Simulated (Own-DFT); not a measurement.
Simulation results for Hf31SiO64 (monoclinic hafnia with substituted atoms, atoms displaced), Hf16O31 (monoclinic hafnia with two neutral oxygen vacancies, strained, atoms displaced), Hf16O31 (monoclinic hafnia with two neutral oxygen vacancies, atoms displaced)

All values are calculated (Own-DFT development build). A calculation, not a measurement: plane-wave PBE and HSE06 DFT by an unreviewed code, no spin, of a simulated cell at Gamma alone, so results move with cell size and shape, stress positive in tension, energies less offsets, not probed for a lower state with spin; hafnium file: forces about 75 meV/angstrom off all-electron values; oxygen file: force components 24 meV/angstrom off all-electron in a glass; k mesh not checked against a denser one; forces and stress are PBE's, HSE06 gives the energy alone, and its difference from PBE has offsets of its own; offsets are fitted by least squares, one for each functional and potential file, so energies compare only between cells with the same atoms and settings and are not formation energies; the far tail of each file's local potential was reset to the Coulomb form; each entry is a single point on an unrelaxed cell, so the pressure reflects the starting lattice, mostly measured values, from which strain is counted, and rises with the displacements; printed positions are rounded, which can move forces by about a meV/angstrom; the program is a retired in-house code; no spin-orbit coupling.

Common to all runs: first functional PBE; second functional HSE06; exact exchange share 0.25; screening 0.11 1/bohr; exchange divergence Gygi-Baldereschi; potential files PseudoDojo norm-conserving, scalar-relativistic, made for PBE, standard set; wave cutoff 48 hartree; occupations fixed; k mesh 1 x 1 x 1 centred on Gamma.

(1) Hf31SiO64 (monoclinic hafnia with substituted atoms, atoms displaced)

```
CELL_PARAMETERS angstrom
10.23400 0.00000 0.00000
0.00000 10.35000 0.00000
-1.69550 0.00000 10.44530
ATOMIC_POSITIONS crystal
Hf 0.13867 0.01558 0.10105
Hf 0.36151 0.27296 0.14473
Hf 0.36311 0.47236 0.39820
Hf 0.13710 0.22834 0.35179
O 0.03885 0.16921 0.17292
O 0.46418 0.41726 0.07916
O 0.46600 0.33485 0.32538
O 0.03854 0.08549 0.42533
O 0.22804 0.37609 0.24107
O 0.27528 0.12418 0.01293
O 0.27672 0.12589 0.25678
O 0.22694 0.37481 0.48909
Hf 0.13603 0.02313 0.59770
Hf 0.36377 0.27305 0.64458
Hf 0.36454 0.48054 0.89222
Hf 0.13718 0.22954 0.85240
O 0.04139 0.16630 0.67453
O 0.46077 0.41352 0.57906
O 0.46018 0.33548 0.82787
O 0.03449 0.08217 0.91840
O 0.22281 0.37786 0.73704
O 0.28074 0.12749 0.51115
O 0.27671 0.11786 0.76060
O 0.21894 0.36991 0.98614
Hf 0.14257 0.52470 0.10076
Hf 0.36465 0.77165 0.14563
Hf 0.35593 0.98295 0.38996
Hf 0.14537 0.73020 0.35358
O 0.03515 0.66579 0.17653
O 0.46235 0.91753 0.07499
O 0.46507 0.83308 0.32809
O 0.03499 0.57976 0.42230
O 0.22486 0.88131 0.24111
O 0.27343 0.63150 0.01107
O 0.27417 0.61792 0.25859
O 0.22451 0.87359 0.49041
Hf 0.13659 0.51877 0.60228
Hf 0.36458 0.76781 0.64667
Hf 0.35898 0.97879 0.89805
Hf 0.14182 0.72361 0.85491
O 0.04241 0.66895 0.67703
O 0.46318 0.91556 0.57853
O 0.46575 0.83218 0.82810
O 0.03778 0.57718 0.92293
O 0.22075 0.87892 0.74157
O 0.27656 0.62532 0.50934
O 0.27146 0.62067 0.76292
O 0.22381 0.87131 0.98703
Hf 0.63500 0.01948 0.10507
Hf 0.86193 0.26914 0.14471
Hf 0.85890 0.48363 0.39598
Hf 0.63584 0.23035 0.35369
O 0.53185 0.16881 0.17157
O 0.96076 0.41979 0.07565
O 0.96539 0.32991 0.32426
O 0.53891 0.08522 0.42105
O 0.72326 0.38257 0.23703
O 0.78106 0.12835 0.00617
O 0.77136 0.12288 0.25851
O 0.72637 0.37160 0.49370
Hf 0.63709 0.01619 0.60575
Hf 0.86312 0.26340 0.64825
Hf 0.85719 0.47968 0.89517
Hf 0.64418 0.23303 0.85794
O 0.53525 0.16498 0.67047
O 0.96245 0.41652 0.57864
O 0.96564 0.33678 0.82611
O 0.53782 0.08550 0.91996
O 0.72100 0.37732 0.73950
O 0.77380 0.13133 0.51321
O 0.77700 0.11723 0.76257
O 0.72117 0.37532 0.99076
Hf 0.63721 0.51919 0.10224
Hf 0.85873 0.76839 0.14511
Hf 0.85832 0.98298 0.39649
Hf 0.63687 0.73163 0.35400
O 0.53739 0.66277 0.17126
O 0.96430 0.92228 0.07355
O 0.95973 0.83118 0.32349
O 0.53334 0.58154 0.42071
O 0.72136 0.87968 0.24170
O 0.77670 0.63228 0.01525
O 0.77795 0.62056 0.25553
O 0.72708 0.87249 0.49213
Si 0.64178 0.51958 0.60138
Hf 0.85941 0.77451 0.64739
Hf 0.86773 0.98045 0.89360
Hf 0.63758 0.72832 0.85434
O 0.54125 0.66664 0.67244
O 0.96209 0.91494 0.57877
O 0.95866 0.83434 0.82598
O 0.53625 0.57938 0.91981
O 0.72648 0.88267 0.73816
O 0.77628 0.62867 0.50738
O 0.77404 0.62060 0.76341
O 0.72771 0.87375 0.98600
```

- PBE energy of cell above offsets: -90.367 eV
- HSE06 less PBE above offsets: 0.179 eV
- PBE pressure: 2.64 GPa
- PBE stress xx: -2.27 GPa
- PBE stress yy: -2.52 GPa
- PBE stress zz: -3.14 GPa
- PBE stress yz: 0.17 GPa
- PBE stress xz: 0.14 GPa
- PBE stress xy: -0.6 GPa

Force:
```csv
element,x (eV/Å),y (eV/Å),z (eV/Å)
Hf,-0.617,1.2,-0.028
Hf,-0.486,-0.263,-0.431
Hf,-0.191,1.084,-0.681
Hf,0.19,1.001,-0.226
O,-0.16,-0.543,-0.454
O,-0.147,0.318,-0.454
O,0.309,-0.29,0.186
O,-1.026,-0.484,-0.594
O,-0.36,0.521,-0.359
O,0.219,0.426,-0.372
O,0.054,-0.941,0.64
O,-0.482,-0.954,-0.063
Hf,0.786,-1.011,1.908
Hf,-0.352,-1.443,0.973
Hf,-0.754,-0.764,0.396
Hf,0.576,-0.081,0.378
O,-1.041,0.318,-0.612
O,2.981,2.109,0.021
O,0.993,-0.668,0.03
O,0.845,0.53,0.202
O,0,0.119,-0.037
O,-0.198,0.203,-0.561
O,0,0.327,0.056
O,0.669,0.308,0.369
Hf,-1.544,-1.249,0.775
Hf,0.061,-0.591,0.138
Hf,1.188,0.317,1.32
Hf,-1.779,-0.802,0.154
O,0.205,0.157,-0.566
O,0.337,-0.258,0.683
O,-0.243,0.152,-0.204
O,0.229,0.636,-0.197
O,0.13,-0.343,-0.229
O,0.829,0.092,0.037
O,0.536,0.504,0.183
O,0.045,-0.42,-0.539
Hf,-0.655,0.148,0.226
Hf,-0.527,0.62,-0.163
Hf,0.366,0.736,-1.574
Hf,-1.329,1.127,-0.537
O,-1.083,-0.05,-0.759
O,0.118,-0.059,-0.359
O,-0.068,-0.281,-0.115
O,-0.287,0.65,-0.336
O,0.521,-0.254,-0.292
O,0.116,0.788,0.256
O,1.241,-0.272,-0.204
O,-0.178,-0.293,0.708
Hf,0.608,0.734,-0.977
Hf,0.691,0.678,0.085
Hf,0.924,-0.91,-0.22
Hf,0.082,0.303,0.077
O,0.553,-0.56,-0.107
O,0.168,-0.265,0.283
O,-0.56,0.513,0.521
O,-0.899,-0.821,-0.185
O,0.03,-0.533,0.495
O,-0.596,0.675,0.826
O,0.302,-0.278,0.228
O,-1.218,1.014,0.548
Hf,-0.742,1.097,-0.006
Hf,0.146,1.439,-0.146
Hf,1.241,-0.016,0.338
Hf,-1.293,-1.152,-0.88
O,0.177,0.273,0.402
O,0.178,-0.187,-0.065
O,-0.465,-0.36,0.018
O,-0.343,-0.269,0.509
O,-0.217,1.464,-1.187
O,0.529,-0.52,-0.461
O,-0.009,1.085,-0.522
O,0.059,-0.557,-0.401
Hf,0.336,-0.076,0.54
Hf,0.991,0.899,0.238
Hf,0.708,-0.885,-0.185
Hf,0.207,-0.688,0.086
O,-0.921,1.13,0.235
O,-0.005,-0.867,0.874
O,0.436,0.655,0.89
O,1.108,-0.223,1.723
O,-0.222,0.056,-0.269
O,-0.258,-0.634,-1.148
O,-0.439,0.359,0.749
O,-0.47,-0.255,-0.608
Si,-1.471,0.177,-1.028
Hf,0.85,-0.854,0.236
Hf,-1.201,-0.231,0.291
Hf,0.41,0.431,0.323
O,1.067,-1.943,-1.161
O,0.58,0.795,-0.504
O,1.312,-1.205,0.064
O,0.193,0.479,-0.027
O,-0.578,-0.744,-0.008
O,-1.308,-0.636,1.234
O,0.004,-0.381,-0.941
O,-0.716,-0.285,0.525
```

(2) Hf16O31 (monoclinic hafnia with two neutral oxygen vacancies, strained, atoms displaced)

```
CELL_PARAMETERS angstrom
10.28190 -0.18670 -0.00470
-0.18880 10.14390 0.19520
-1.70830 0.22790 10.27380
ATOMIC_POSITIONS crystal
Hf 0.14116 0.01392 0.11051
Hf 0.36353 0.25105 0.15209
Hf 0.37019 0.46997 0.39246
Hf 0.13728 0.24295 0.35230
O 0.05132 0.15947 0.18212
O 0.45672 0.40123 0.06519
O 0.45846 0.34105 0.33628
O 0.03521 0.08450 0.42499
O 0.22105 0.38940 0.23997
O 0.28627 0.14637 0.99910
O 0.25766 0.11544 0.26315
O 0.21958 0.38608 0.49019
Hf 0.13734 0.02773 0.60612
Hf 0.35078 0.27426 0.62623
Hf 0.36123 0.47741 0.88967
Hf 0.13695 0.23307 0.84065
O 0.04116 0.16643 0.68147
O 0.45682 0.41320 0.57640
O 0.47202 0.32659 0.83914
O 0.05053 0.09079 0.93594
O 0.21611 0.38386 0.73368
O 0.28805 0.13002 0.50980
O 0.28727 0.12783 0.77612
O 0.22582 0.37554 0.98557
Hf 0.14368 0.52102 0.10669
Hf 0.36233 0.76998 0.13843
Hf 0.37117 0.96893 0.39486
Hf 0.14825 0.72043 0.34796
O 0.03861 0.63225 0.17751
O 0.46676 0.90746 0.08147
O 0.45415 0.84569 0.32251
O 0.03420 0.59590 0.42054
O 0.22431 0.87010 0.23740
O 0.27698 0.63807 0.02320
O 0.27139 0.61804 0.27082
O 0.22340 0.87492 0.50048
Hf 0.14480 0.51913 0.59381
Hf 0.36838 0.77470 0.64421
Hf 0.35876 0.97573 0.89636
Hf 0.12805 0.74005 0.85404
O 0.01640 0.66783 0.66679
O 0.47680 0.92582 0.58004
O 0.47396 0.83725 0.82292
O 0.04340 0.58755 0.92457
O 0.22736 0.87965 0.73675
O 0.28333 0.61242 0.50188
O 0.27371 0.61416 0.75623
O 0.22820 0.87507 0.96763
Hf 0.64325 0.01589 0.11326
Hf 0.84613 0.26978 0.13692
Hf 0.86945 0.47628 0.40226
Hf 0.62445 0.23274 0.36241
O 0.97914 0.42061 0.08697
O 0.95397 0.34362 0.31906
O 0.53274 0.08629 0.42500
O 0.71033 0.38647 0.24469
O 0.78172 0.12697 0.00595
O 0.72713 0.37217 0.49758
Hf 0.63174 0.01184 0.60291
Hf 0.85464 0.26600 0.66272
Hf 0.86599 0.48041 0.89309
Hf 0.64220 0.23745 0.84119
O 0.53499 0.16418 0.67784
O 0.95695 0.41992 0.57039
O 0.95702 0.33539 0.82875
O 0.54014 0.09540 0.92596
O 0.72070 0.35836 0.74320
O 0.78051 0.11292 0.51929
O 0.78103 0.12711 0.77009
O 0.70645 0.35827 0.99575
Hf 0.62525 0.51563 0.10109
Hf 0.85045 0.77045 0.14739
Hf 0.85746 0.97938 0.39545
Hf 0.63900 0.72316 0.35567
O 0.53348 0.67526 0.17109
O 0.95225 0.91020 0.06832
O 0.96752 0.83705 0.33292
O 0.54323 0.59807 0.42380
O 0.73374 0.88443 0.22331
O 0.77967 0.63292 0.00909
O 0.78501 0.61942 0.24313
O 0.72734 0.85607 0.49319
Hf 0.63829 0.51792 0.59800
Hf 0.85602 0.78130 0.64521
Hf 0.86723 0.97973 0.89600
Hf 0.63141 0.72484 0.86531
O 0.53065 0.66264 0.67055
O 0.94056 0.92228 0.56506
O 0.96038 0.83281 0.81912
O 0.52171 0.56113 0.91253
O 0.72120 0.88019 0.74811
O 0.76117 0.62683 0.50339
O 0.78002 0.61277 0.75691
O 0.72277 0.86046 0.99068
```

- PBE energy of cell above offsets: -71.100 eV
- HSE06 less PBE above offsets: 0.456 eV
- PBE pressure: 19.21 GPa
- PBE stress xx: -15.68 GPa
- PBE stress yy: -21.63 GPa
- PBE stress zz: -20.31 GPa
- PBE stress yz: 5.17 GPa
- PBE stress xz: 1.05 GPa
- PBE stress xy: -6.81 GPa

Force:
```csv
element,x (eV/Å),y (eV/Å),z (eV/Å)
Hf,-1.688,1.731,-0.722
Hf,-0.6,1.725,-1.895
Hf,-3.797,6.127,0.067
Hf,-2.04,-1.793,-1.206
O,-3,0.883,-1.199
O,1.028,0.148,3.087
O,3.26,-4.402,-1.948
O,0.416,1.093,0.345
O,1.501,-3.176,1.657
O,-0.109,-2.496,2.128
O,2.99,-0.033,0.801
O,-0.076,-2.771,-1.41
Hf,0.066,-1.553,-0.904
Hf,0.517,-2.372,6.416
Hf,-4.097,-4.011,-1.122
Hf,1.956,1.576,4.687
O,-1.51,-0.682,-2.386
O,2.78,1.849,-0.5
O,-1.862,1.437,-2.259
O,-1.923,-1.394,-1.054
O,1.078,-1.4,-0.729
O,-1.457,0.205,-0.426
O,-1.058,-0.081,-3.14
O,-1.256,-0.227,-0.062
Hf,1.847,-0.826,-1.386
Hf,-1.711,-1.166,2.365
Hf,-4.181,3.697,0.426
Hf,-1.959,1.35,0.659
O,-2.631,4.98,1.454
O,1.478,2.632,-1.17
O,3.979,-3.734,-0.28
O,-1.145,-1.5,1.09
O,0.182,0.422,-1.096
O,0.758,-0.725,-2.549
O,2.884,0.006,-1.378
O,1.139,-0.835,-1.154
Hf,-2.773,2.948,2.28
Hf,-1.561,-2.041,0.981
Hf,4.588,3.433,-1.677
Hf,0.858,-2.534,-2.835
O,1.684,-0.142,0.197
O,-5.4,-3.867,-1.122
O,-1.258,0.192,0.462
O,-1.781,-0.903,-0.783
O,0.216,0.312,-0.453
O,0.357,3.076,1.393
O,-0.563,2.401,-0.658
O,-2.55,-0.044,4.057
Hf,-2.173,3.445,-4.143
Hf,1.621,0.886,1.506
Hf,-1.292,1.635,-2.521
Hf,3.213,0.588,-0.864
O,-4.212,-3.135,-2.036
O,1.461,-1.977,-0.006
O,-0.535,-0.697,-0.254
O,0.139,-1.095,-0.204
O,0.465,-0.589,1.581
O,-1.445,-0.742,0.17
Hf,4.873,4.14,3.06
Hf,1.816,-0.083,-4.004
Hf,0.67,1.004,2.178
Hf,-5.523,-4.749,5.076
O,-0.1,-0.659,-2.415
O,1.628,-1.22,2.516
O,1.041,-0.15,0.275
O,-1.207,-2.797,1.964
O,2.422,6.78,-3.483
O,-0.157,1.708,-0.968
O,0.42,-1.92,-0.509
O,1.739,2.332,0.594
Hf,0.791,-0.551,0.537
Hf,3.266,-1.506,-0.072
Hf,1.074,0.697,-2.141
Hf,3.114,3.542,-2.778
O,0.931,-1.599,-0.3
O,3.32,0.938,1.044
O,-0.125,-0.081,-1.068
O,-5.244,-4.433,0.799
O,-0.903,-0.632,3.706
O,-1.086,-1.918,-1.321
O,-2.576,-0.814,2.891
O,-2.758,1.63,-1.958
Hf,0.193,0.391,2.351
Hf,-0.035,-4.437,0.837
Hf,-0.834,0.243,0.087
Hf,1.232,-0.22,-2.432
O,0.794,-0.126,-0.053
O,4.379,1.623,2.86
O,0.039,1.73,1.355
O,5.641,4.508,1.276
O,0.254,-0.35,-0.424
O,2.307,-0.1,0.385
O,-1.459,-0.212,0.035
O,-0.756,1.451,-0.174
```

(3) Hf16O31 (monoclinic hafnia with two neutral oxygen vacancies, atoms displaced)

```
CELL_PARAMETERS angstrom
10.23400 0.00000 0.00000
0.00000 10.35000 0.00000
-1.69550 0.00000 10.44530
ATOMIC_POSITIONS crystal
Hf 0.12546 0.02072 0.09859
Hf 0.35580 0.27861 0.14278
Hf 0.37065 0.49145 0.39292
Hf 0.14613 0.22157 0.35408
O 0.04549 0.16774 0.17386
O 0.45149 0.41524 0.06865
O 0.45863 0.31511 0.32339
O 0.04734 0.08483 0.42572
O 0.22425 0.36980 0.23508
O 0.28538 0.13676 0.01363
O 0.27114 0.12428 0.25071
O 0.23830 0.35807 0.49360
Hf 0.13744 0.01960 0.59525
Hf 0.35255 0.26730 0.64868
Hf 0.35992 0.48768 0.89245
Hf 0.13313 0.22805 0.85120
O 0.02257 0.15869 0.67524
O 0.45700 0.41225 0.57655
O 0.46210 0.34864 0.83473
O 0.01864 0.09905 0.91967
O 0.22746 0.38404 0.73486
O 0.27870 0.13463 0.51132
O 0.26186 0.11207 0.75166
O 0.21318 0.37120 0.98873
Hf 0.13585 0.51211 0.11357
Hf 0.37271 0.77465 0.14928
Hf 0.36467 0.98890 0.39478
Hf 0.13935 0.73014 0.36387
O 0.03101 0.66516 0.17615
O 0.47885 0.91100 0.07057
O 0.45357 0.82886 0.32406
O 0.03151 0.58492 0.40904
O 0.22816 0.87761 0.23299
O 0.28201 0.63372 0.02147
O 0.27990 0.62546 0.26538
O 0.21144 0.85899 0.47756
Hf 0.14645 0.51154 0.60676
Hf 0.36938 0.76641 0.64724
Hf 0.36681 0.96941 0.89834
Hf 0.12377 0.73500 0.86218
O 0.03301 0.67718 0.66455
O 0.45731 0.90218 0.56660
O 0.46311 0.82388 0.82662
O 0.04646 0.57857 0.92129
O 0.22064 0.89092 0.72302
O 0.28197 0.62987 0.51552
O 0.27982 0.60740 0.75752
O 0.22782 0.86741 0.97693
Hf 0.63616 0.02608 0.09936
Hf 0.85592 0.26424 0.13858
Hf 0.88094 0.48874 0.39789
Hf 0.63799 0.22911 0.34788
O 0.54640 0.16542 0.18294
O 0.96785 0.40483 0.08241
O 0.98445 0.32635 0.32821
O 0.53744 0.08979 0.42379
O 0.72725 0.37755 0.22600
O 0.79621 0.11461 0.25226
O 0.72951 0.37353 0.48426
Hf 0.63633 0.00672 0.60543
Hf 0.85317 0.26454 0.64018
Hf 0.85795 0.47880 0.90079
Hf 0.63332 0.22669 0.85713
O 0.54293 0.16273 0.67587
O 0.96894 0.41479 0.57245
O 0.97855 0.33463 0.84074
O 0.73220 0.39884 0.74234
O 0.77840 0.11636 0.50988
O 0.78398 0.12425 0.76309
O 0.73146 0.36934 0.98567
Hf 0.63839 0.51739 0.10207
Hf 0.86398 0.76491 0.15121
Hf 0.86643 0.97430 0.39070
Hf 0.64320 0.73624 0.35578
O 0.53342 0.66288 0.17681
O 0.95597 0.92586 0.08068
O 0.95222 0.83785 0.31850
O 0.53523 0.57504 0.42609
O 0.71769 0.88259 0.22754
O 0.77643 0.61041 0.01336
O 0.76023 0.62530 0.23651
O 0.71460 0.87558 0.49841
Hf 0.63385 0.52062 0.61132
Hf 0.86490 0.77050 0.65317
Hf 0.87158 0.97470 0.90080
Hf 0.64673 0.74090 0.86290
O 0.54175 0.65864 0.67618
O 0.97031 0.91958 0.57615
O 0.96385 0.83236 0.81986
O 0.54040 0.58083 0.92490
O 0.73528 0.87926 0.73515
O 0.78465 0.62989 0.51121
O 0.79066 0.60961 0.77124
O 0.71544 0.85727 0.98973
```

- PBE energy of cell above offsets: -81.176 eV
- HSE06 less PBE above offsets: 0.976 eV
- PBE pressure: 7.74 GPa
- PBE stress xx: -7.12 GPa
- PBE stress yy: -7.68 GPa
- PBE stress zz: -8.42 GPa
- PBE stress yz: -0.7 GPa
- PBE stress xz: -1.41 GPa
- PBE stress xy: -0.58 GPa

Force:
```csv
element,x (eV/Å),y (eV/Å),z (eV/Å)
Hf,3.134,1.509,1.518
Hf,0.466,-1.412,-0.683
Hf,-1.536,-3.509,0.418
Hf,0.222,1.865,-0.323
O,-1.469,-0.612,-1.243
O,1.914,0.726,1.415
O,0.22,2.22,1.142
O,-2.162,-1.416,-1.565
O,-0.301,1.848,0.681
O,-0.901,-2.071,-1.497
O,1.129,-1.875,1.235
O,-1.72,2.062,-0.656
Hf,-0.357,0.856,1.627
Hf,2.137,0.327,0.248
Hf,-0.802,-0.272,2.206
Hf,1.208,0.718,0.248
O,0.553,0.435,-0.558
O,1.686,0.767,0.688
O,1.93,-3.196,-1.23
O,0.362,-2.089,1.491
O,-0.855,-1.751,0.732
O,1.002,-2.275,-0.515
O,1.428,1.463,1.162
O,0.463,0.507,-0.128
Hf,0.74,0.427,-1.592
Hf,-1.618,-1.267,-1.603
Hf,-0.467,-0.453,-1.36
Hf,1.114,-0.693,-3.536
O,0.365,-0.012,-0.372
O,-1.067,0.254,-0.509
O,2.171,0.609,2.037
O,2.684,1.135,1.486
O,-1.203,0.885,-0.258
O,-0.581,-0.462,-0.468
O,-0.936,-0.318,0.355
O,1.337,3.26,2.022
Hf,-0.642,1.131,-0.295
Hf,-2.208,-0.782,0.334
Hf,-0.979,1.911,-1.347
Hf,3.526,-3.053,-1.716
O,1.799,-1.53,0.517
O,1.314,1.516,0.236
O,0.335,0.606,0.197
O,-1.098,0.183,0.638
O,1.511,-3.197,1.833
O,-0.611,-1.046,-0.785
O,-0.974,2.998,-0.881
O,-0.301,1.511,1.06
Hf,0.747,0.609,0.535
Hf,1.504,0.467,1.059
Hf,-3.9,-4.261,-0.828
Hf,0.821,1.033,1.732
O,-0.443,-0.827,-2.651
O,0.315,1.134,-0.005
O,-2.63,1.901,0.042
O,-1.019,-1.615,0.425
O,0.19,-0.583,1.219
O,-0.742,0.2,0.139
O,-0.304,-0.682,0.067
Hf,-0.081,3.036,-0.021
Hf,0.821,0.58,0.675
Hf,2.655,-1.186,-0.334
Hf,-0.27,0.332,-0.858
O,-1.116,0.3,0.496
O,0.462,0.223,0.406
O,-1.995,0.815,-1.598
O,-0.285,-3.317,-0.384
O,-0.409,0.899,0.063
O,-0.939,-0.264,0.929
O,-1.268,-1.959,-0.008
Hf,-1.805,-0.264,-0.639
Hf,-1.146,-0.757,-1.676
Hf,-1.112,3.182,1.748
Hf,-1.19,-1.18,-1.039
O,-0.028,-0.061,0.48
O,-0.271,-0.932,-0.409
O,2.285,-1.964,0.727
O,2.393,2.161,-0.465
O,-0.2,-0.913,2.064
O,0.821,2.207,-0.178
O,1.308,0.342,3.71
O,1.17,-1.636,-2.187
Hf,1.176,-1.811,-1.258
Hf,0.37,-1.29,-3.368
Hf,-2.39,2.438,-1.614
Hf,-1.254,-5.183,-2.329
O,-0.894,1.983,0.395
O,-1.879,-1.284,-0.642
O,-0.622,1.454,2.257
O,0.187,1.272,-0.506
O,-1.684,-0.173,2.089
O,-0.641,0.47,-0.812
O,-0.775,4.202,-1.556
O,2.101,2.468,1.708
```

(4) Hf16O31 (monoclinic hafnia with two neutral oxygen vacancies, strained, atoms displaced)

```
CELL_PARAMETERS angstrom
10.34310 -0.08800 -0.20090
-0.08900 10.30090 0.01740
-1.91870 0.03210 10.47390
ATOMIC_POSITIONS crystal
Hf 0.14843 0.02702 0.10698
Hf 0.36283 0.26497 0.14587
Hf 0.35387 0.48157 0.39263
Hf 0.14167 0.22150 0.35355
O 0.03638 0.16451 0.17718
O 0.45794 0.41393 0.08324
O 0.47027 0.33345 0.32863
O 0.04570 0.08131 0.43050
O 0.22520 0.37933 0.24133
O 0.27749 0.13671 0.00844
O 0.27486 0.11383 0.25753
O 0.22195 0.37113 0.49590
Hf 0.13427 0.01984 0.59960
Hf 0.36150 0.26847 0.64002
Hf 0.36295 0.48330 0.89448
Hf 0.13861 0.22833 0.85082
O 0.03058 0.16854 0.67490
O 0.45941 0.41760 0.57563
O 0.47237 0.34294 0.83065
O 0.03294 0.07793 0.91311
O 0.21973 0.38111 0.73491
O 0.27990 0.12490 0.50535
O 0.26507 0.12209 0.76060
O 0.22401 0.37039 0.99645
Hf 0.12778 0.50369 0.10200
Hf 0.36033 0.76467 0.14174
Hf 0.36194 0.98434 0.39763
Hf 0.14064 0.73590 0.35622
O 0.03962 0.66203 0.16900
O 0.46585 0.91407 0.08411
O 0.45414 0.83536 0.32262
O 0.03454 0.58776 0.42273
O 0.21344 0.88083 0.23772
O 0.27202 0.63559 0.00738
O 0.27244 0.62090 0.25458
O 0.22353 0.86889 0.48799
Hf 0.13493 0.51020 0.60326
Hf 0.36135 0.76565 0.63939
Hf 0.36696 0.97623 0.90265
Hf 0.13394 0.72466 0.86248
O 0.03570 0.66785 0.68158
O 0.46466 0.90950 0.58153
O 0.46717 0.82921 0.82326
O 0.03923 0.56919 0.93085
O 0.22442 0.87087 0.74212
O 0.27584 0.63256 0.50762
O 0.27651 0.62163 0.75740
O 0.21747 0.86911 0.99854
Hf 0.63919 0.02296 0.10649
Hf 0.86212 0.27317 0.14042
Hf 0.86612 0.47739 0.39135
Hf 0.64393 0.23136 0.35665
O 0.53534 0.16524 0.16808
O 0.53791 0.08388 0.42468
O 0.72599 0.37804 0.23640
O 0.77082 0.12941 0.01416
O 0.77523 0.11463 0.27026
O 0.72562 0.36217 0.48821
Hf 0.63416 0.01853 0.60385
Hf 0.86587 0.27372 0.64996
Hf 0.86089 0.48437 0.89606
Hf 0.63812 0.22302 0.86379
O 0.53382 0.17237 0.67292
O 0.96833 0.40678 0.57343
O 0.96767 0.33662 0.83833
O 0.53059 0.08686 0.92504
O 0.72789 0.36913 0.73557
O 0.76927 0.13077 0.50775
O 0.78299 0.12929 0.75694
O 0.71674 0.37217 0.98900
Hf 0.62949 0.52302 0.10458
Hf 0.86988 0.77168 0.15117
Hf 0.86617 0.96990 0.39664
Hf 0.64061 0.73647 0.35080
O 0.53723 0.66219 0.17095
O 0.96128 0.92336 0.06999
O 0.96798 0.84257 0.33138
O 0.54095 0.58664 0.41929
O 0.72536 0.88202 0.24598
O 0.77114 0.63382 0.01385
O 0.77392 0.62021 0.25300
O 0.73038 0.86596 0.49148
Hf 0.63666 0.51608 0.59892
Hf 0.85717 0.77088 0.64212
Hf 0.86067 0.97529 0.89455
Hf 0.63520 0.72367 0.86219
O 0.53707 0.66142 0.67356
O 0.96122 0.91643 0.57560
O 0.96211 0.83616 0.82806
O 0.53553 0.58481 0.92709
O 0.71887 0.87857 0.74447
O 0.77723 0.62040 0.50412
O 0.76918 0.62576 0.75075
O 0.72225 0.86701 0.98981
```

- PBE energy of cell above offsets: -87.799 eV
- HSE06 less PBE above offsets: 0.772 eV
- PBE pressure: 3.78 GPa
- PBE stress xx: -2.59 GPa
- PBE stress yy: -4.65 GPa
- PBE stress zz: -4.11 GPa
- PBE stress yz: 0.67 GPa
- PBE stress xz: -4.24 GPa
- PBE stress xy: -2.92 GPa

Force:
```csv
element,x (eV/Å),y (eV/Å),z (eV/Å)
Hf,-2.273,-1.76,-2.083
Hf,0.784,1.775,0.994
Hf,1.739,0.042,0.016
Hf,-0.503,1.613,-0.464
O,-0.588,0.524,-0.403
O,0.913,0.87,-0.661
O,-0.911,0.242,0.192
O,-1.428,0.388,-1.675
O,-0.008,-1.423,0.707
O,-0.029,-1.588,-0.187
O,0.573,1.422,0.388
O,-0.222,-0.478,-1.437
Hf,0.459,-0.56,3.13
Hf,0.431,0.627,1.94
Hf,-0.664,-0.912,-0.194
Hf,-0.914,-0.139,0.576
O,0.734,-0.771,-0.714
O,0.266,0.045,-0.315
O,-0.759,-0.445,-0.409
O,0.96,0.947,0.899
O,0.609,-1.112,1.256
O,0.257,0.412,0.611
O,1.358,-0.405,-0.335
O,-0.22,0.202,-0.794
Hf,0.615,0.947,1.464
Hf,-0.864,0.47,1.384
Hf,0.71,-1.778,-0.19
Hf,0.571,-1.476,-1.251
O,-1.469,0.807,0.184
O,0.269,0.375,-0.931
O,1.183,-0.332,0.672
O,-0.446,-0.385,-0.209
O,0.333,-0.255,0.497
O,0.576,-1.613,-0.338
O,0.229,0.013,0.774
O,-0.112,1.115,0.55
Hf,0.429,2.753,0.355
Hf,-0.152,-0.084,2.335
Hf,-1.163,-1.239,-1.701
Hf,0.306,1.106,-1.893
O,-0.52,-0.853,-0.886
O,0.692,1.276,-1.041
O,-0.604,0.986,1.23
O,-0.929,0.716,-1.193
O,0.122,0.728,-0.061
O,-0.098,-1.326,-0.85
O,-0.091,-0.556,0.522
O,0.815,0.875,-0.516
Hf,0.338,-0.468,0.853
Hf,-0.35,0.456,0.953
Hf,-0.61,0.108,-0.318
Hf,-0.209,-0.888,-0.594
O,-0.095,-0.028,0.132
O,-1.197,-0.564,-0.327
O,0.942,-0.487,0.272
O,0.461,-0.322,-0.046
O,0.487,0.874,-1.145
O,0.393,1.911,0.288
Hf,0.974,1.353,0.861
Hf,-1.825,-1.491,-0.153
Hf,-1.136,-1.152,-0.809
Hf,0.641,1.935,-2.719
O,0.134,-1.121,-0.003
O,0.33,1.103,-0.831
O,0.005,0.22,-0.294
O,-0.494,-0.747,0.149
O,-0.502,1.628,0.424
O,0.752,-0.795,0.905
O,-1.214,-1.497,1.101
O,1.388,0.191,0.204
Hf,1.587,-1.12,0.577
Hf,-0.173,-0.145,-1.488
Hf,-1.78,2.97,0.538
Hf,-1.016,-1.725,-0.039
O,-1.404,1.439,0.2
O,0.376,-0.719,1.799
O,1.304,-1.813,-0.978
O,-1.371,-0.487,-0.126
O,0.025,-0.849,-0.746
O,0.947,-0.949,-0.351
O,0.343,0.519,1.098
O,-0.974,0.466,-0.143
Hf,-0.019,0.492,0.382
Hf,0.445,-1.111,1.827
Hf,0.038,0.506,-0.688
Hf,0.917,1.453,-2.42
O,-0.66,-0.185,-0.332
O,0.94,0.055,0.632
O,0.338,-0.977,-0.2
O,-1.321,-0.776,0.039
O,0.324,0.261,-0.929
O,0.513,0.624,0.247
O,0.661,-0.817,1.353
O,-0.22,0.879,0.904
```
